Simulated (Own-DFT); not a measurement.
Simulation results for GaN (wurtzite, strained, atoms displaced)

All values are calculated (Own-DFT development build). A calculation, not a measurement: plane-wave PBE density functional theory by an unreviewed code, no spin, of a simulated periodic cell, stress positive in tension, free energy of the whole cell less one offset for each atom, forces on such cells passed a denser k mesh, this cell's mesh not checked; offsets are fitted by least squares, one for each functional and potential file, so energies compare only between cells with the same atoms and settings and are not formation energies; the far tail of each file's local potential was reset to the Coulomb form; each entry is a single point on an unrelaxed cell, so the pressure reflects the starting lattice, mostly measured values (interpolated for alloys), from which strain is counted, and rises with the displacements; printed positions are rounded, which can move forces by about a meV/angstrom; the program, named Own-DFT, is a retired in-house code; no spin-orbit coupling.

```json
{"formula": "GaN", "kind": "wurtzite, strained, atoms displaced", "structure": {"cell_angstrom": [[12.756, 0.0, 0.0957], [-4.7835, 8.2853, -0.0359], [0.0778, 0.0, 10.37]], "atoms_fractional": [["Ga", 0.07986, 0.21945, 0.00508], ["Ga", 0.16718, 0.10923, 0.25138], ["N", 0.0862, 0.22869, 0.18003], ["N", 0.16211, 0.1035, 0.44291], ["Ga", 0.08303, 0.21958, 0.49566], ["Ga", 0.16924, 0.1213, 0.74945], ["N", 0.08347, 0.21193, 0.67366], ["N", 0.16991, 0.11239, 0.94235], ["Ga", 0.08422, 0.56944, 0.99337], ["Ga", 0.16067, 0.43593, 0.24516], ["N", 0.08304, 0.55053, 0.18869], ["N", 0.16563, 0.43494, 0.43376], ["Ga", 0.08368, 0.55921, 0.50248], ["Ga", 0.16564, 0.44941, 0.75295], ["N", 0.08739, 0.55057, 0.68362], ["N", 0.16378, 0.44551, 0.94494], ["Ga", 0.08487, 0.8965, 0.00131], ["Ga", 0.16021, 0.77182, 0.25238], ["N", 0.08654, 0.88807, 0.18791], ["N", 0.16971, 0.78218, 0.43956], ["Ga", 0.08412, 0.88318, 0.50244], ["Ga", 0.16464, 0.77669, 0.74732], ["N", 0.09057, 0.88967, 0.69008], ["N", 0.16829, 0.77599, 0.95293], ["Ga", 0.33704, 0.22076, 0.9989], ["Ga", 0.41724, 0.11471, 0.25118], ["N", 0.33715, 0.22022, 0.19501], ["N", 0.41238, 0.11256, 0.4409], ["Ga", 0.34034, 0.22213, 0.49896], ["Ga", 0.41546, 0.10659, 0.75042], ["N", 0.33258, 0.22873, 0.70122], ["N", 0.42489, 0.11016, 0.93702], ["Ga", 0.33718, 0.56292, 0.99929], ["Ga", 0.41789, 0.44208, 0.25657], ["N", 0.33978, 0.56633, 0.19044], ["N", 0.41749, 0.43878, 0.43659], ["Ga", 0.33592, 0.56123, 0.49644], ["Ga", 0.40886, 0.44701, 0.74804], ["N", 0.33206, 0.55712, 0.68625], ["N", 0.41426, 0.44172, 0.93651], ["Ga", 0.3303, 0.89076, 0.99949], ["Ga", 0.41336, 0.7798, 0.24965], ["N", 0.33254, 0.88577, 0.18494], ["N", 0.4122, 0.76956, 0.44246], ["Ga", 0.33659, 0.88705, 0.49645], ["Ga", 0.41616, 0.7823, 0.75296], ["N", 0.32767, 0.88686, 0.69065], ["N", 0.41397, 0.77164, 0.94019], ["Ga", 0.58526, 0.21973, 0.00102], ["Ga", 0.66021, 0.11086, 0.2431], ["N", 0.58131, 0.2291, 0.18738], ["N", 0.67238, 0.11751, 0.44433], ["Ga", 0.58747, 0.22741, 0.50274], ["Ga", 0.66873, 0.11525, 0.7589], ["N", 0.58071, 0.2212, 0.69411], ["N", 0.65921, 0.10857, 0.94339], ["Ga", 0.58352, 0.55975, 0.99546], ["Ga", 0.67198, 0.44662, 0.24898], ["N", 0.58813, 0.55265, 0.18749], ["N", 0.6595, 0.44505, 0.44093], ["Ga", 0.58228, 0.55394, 0.49866], ["Ga", 0.6769, 0.44971, 0.74319], ["N", 0.58689, 0.54859, 0.69065], ["N", 0.66935, 0.44892, 0.94352], ["Ga", 0.58147, 0.88657, 0.99638], ["Ga", 0.66745, 0.77505, 0.24453], ["N", 0.5759, 0.87998, 0.19095], ["N", 0.66126, 0.77477, 0.4363], ["Ga", 0.58641, 0.88902, 0.50173], ["Ga", 0.67093, 0.78509, 0.74794], ["N", 0.58624, 0.89429, 0.69013], ["N", 0.67677, 0.78181, 0.93437], ["Ga", 0.82969, 0.22108, 0.99483], ["Ga", 0.91207, 0.10522, 0.24654], ["N", 0.82866, 0.21601, 0.18823], ["N", 0.91956, 0.12004, 0.44173], ["Ga", 0.839, 0.2236, 0.50577], ["Ga", 0.91199, 0.09887, 0.74525], ["N", 0.84098, 0.21769, 0.69198], ["N", 0.9185, 0.10806, 0.94433], ["Ga", 0.83244, 0.55742, 0.98513], ["Ga", 0.91776, 0.44163, 0.25141], ["N", 0.8326, 0.55936, 0.18477], ["N", 0.91835, 0.44922, 0.44272], ["Ga", 0.83772, 0.55344, 0.50225], ["Ga", 0.91963, 0.45172, 0.75179], ["N", 0.82564, 0.54904, 0.68831], ["N", 0.92424, 0.44812, 0.94969], ["Ga", 0.82833, 0.88705, 0.00129], ["Ga", 0.91803, 0.78835, 0.24829], ["N", 0.83743, 0.89661, 0.1853], ["N", 0.91141, 0.7822, 0.44328], ["Ga", 0.8253, 0.8919, 0.49949], ["Ga", 0.91643, 0.78375, 0.75411], ["N", 0.83131, 0.88617, 0.682], ["N", 0.91408, 0.78077, 0.9401]]}, "settings": {"functional": "PBE", "potential_files": "PseudoDojo norm-conserving, scalar-relativistic, standard set with the stringent files for Ga", "wave_cutoff [hartree]": 96.0, "occupations": "Gaussian", "smearing_width [eV]": 0.01, "k_mesh": "3 x 4 x 3 centred on Gamma"}, "results": {"free_energy_of_cell_above_offsets [eV]": "-5.068", "pressure [GPa]": 6.88, "stress_xx [GPa]": -7.52, "stress_yy [GPa]": -7.49, "stress_zz [GPa]": -5.63, "stress_yz [GPa]": 0.33, "stress_xz [GPa]": 1.3, "stress_xy [GPa]": 0.48, "force_element": ["Ga", "Ga", "N", "N", "Ga", "Ga", "N", "N", "Ga", "Ga", "N", "N", "Ga", "Ga", "N", "N", "Ga", "Ga", "N", "N", "Ga", "Ga", "N", "N", "Ga", "Ga", "N", "N", "Ga", "Ga", "N", "N", "Ga", "Ga", "N", "N", "Ga", "Ga", "N", "N", "Ga", "Ga", "N", "N", "Ga", "Ga", "N", "N", "Ga", "Ga", "N", "N", "Ga", "Ga", "N", "N", "Ga", "Ga", "N", "N", "Ga", "Ga", "N", "N", "Ga", "Ga", "N", "N", "Ga", "Ga", "N", "N", "Ga", "Ga", "N", "N", "Ga", "Ga", "N", "N", "Ga", "Ga", "N", "N", "Ga", "Ga", "N", "N", "Ga", "Ga", "N", "N", "Ga", "Ga", "N", "N"], "force_x [eV/angstrom]": [0.61, -0.071, 0.111, 1.059, 0.475, -0.006, -1.199, -0.411, 1.657, 1.051, -0.617, -0.431, 1.174, 1.212, -1.758, 0.402, 0.024, 1.097, -0.952, 0.243, -1.279, 0.449, -1.804, -1.219, 0.014, 0.419, -1.252, 2.699, -2.816, -0.694, 1.342, -1.32, -0.355, -0.244, -0.115, -0.61, -0.269, 1.97, -0.415, 0.247, 1.328, 0.01, -0.704, 0.759, -0.779, 0.176, 1.092, 0.027, -1.464, 0.619, 0.74, -0.443, -0.388, -0.127, 1.033, 2.116, 0.061, -0.392, -1.022, 2.355, -0.526, -4.137, -1.589, -0.253, 0.154, -0.583, 1.07, 0.503, -1.074, -0.552, -0.208, -2.553, 0.939, 0.155, -0.085, -0.021, -1.095, 1.652, -1.984, -1.041, 0.505, -0.819, 1.25, 0.672, -2.169, 0.58, 4.195, -1.99, 1.4, 0.652, -0.503, 0.948, 1.011, 0.696, 0.442, 0.944], "force_y [eV/angstrom]": [0.728, 0.366, -2.158, 0.451, 0.051, -1.126, 0.975, 0.318, -2.762, 1.862, 0.538, 1.479, -0.593, -1.73, 0.984, 0.145, -0.805, -0.017, 0.316, -0.886, 0.725, -0.387, -0.107, 2.421, 0.275, -1.109, 0.469, -1.18, 0.263, 0.896, -0.909, -0.264, -2.089, 0.799, -2.036, 0.794, -2.629, 0.395, 0.69, 0.652, 0.179, -0.342, 0.798, 2.288, 0.525, -0.412, 0.151, 1.842, 1.736, -0.274, -0.878, -0.575, -0.585, 0.008, 0.113, -0.214, -0.791, 0.25, 0.459, -0.259, 0.375, -2.397, 1.298, -1.034, -0.642, -0.093, 1.226, 0.196, 0.581, -1.755, -0.254, -0.47, -0.04, 1.976, 0.463, -1.509, 0.494, 1.361, 1.167, -0.015, 0.011, 0.288, 0.345, -0.718, 0.971, -1.051, 2.412, -0.669, 0.975, -1.489, -1.321, -0.461, 0.007, -0.098, -0.273, 0.321], "force_z [eV/angstrom]": [-1.918, 0.298, 2.341, -0.881, -0.485, 0.378, 2.921, -0.552, 2.392, 0.562, -0.116, 0.265, -1.455, 0.263, 1.051, -1.027, -0.059, -0.447, 0.168, -0.105, -0.092, 1.106, 0.348, -2.791, 0.405, 0.133, -1.202, -0.389, 1.482, 0.085, -1.848, 0.283, 1.085, -1.735, -0.208, 1.194, 0.337, 0.442, -0.007, 0.406, 0.458, 0.458, 0.984, -0.844, 0.714, -0.508, -0.467, -0.792, 0.337, 1.148, 0.247, -0.853, 0.138, -1.542, -0.516, -0.463, 0.378, 0.38, -0.271, -0.596, 0.996, 2.271, -0.291, -1.429, 0.833, 0.489, -0.814, -0.28, -0.26, -0.179, 0.337, -0.001, 0.985, 0.843, -0.309, -1.372, -0.396, 1.111, 0.584, -1.449, 2.412, -0.619, 0.101, -0.37, -0.828, 0.157, -0.378, -2.309, 0.2, 0.606, 0.28, -0.493, -0.815, -0.936, 0.717, -0.418]}}
```
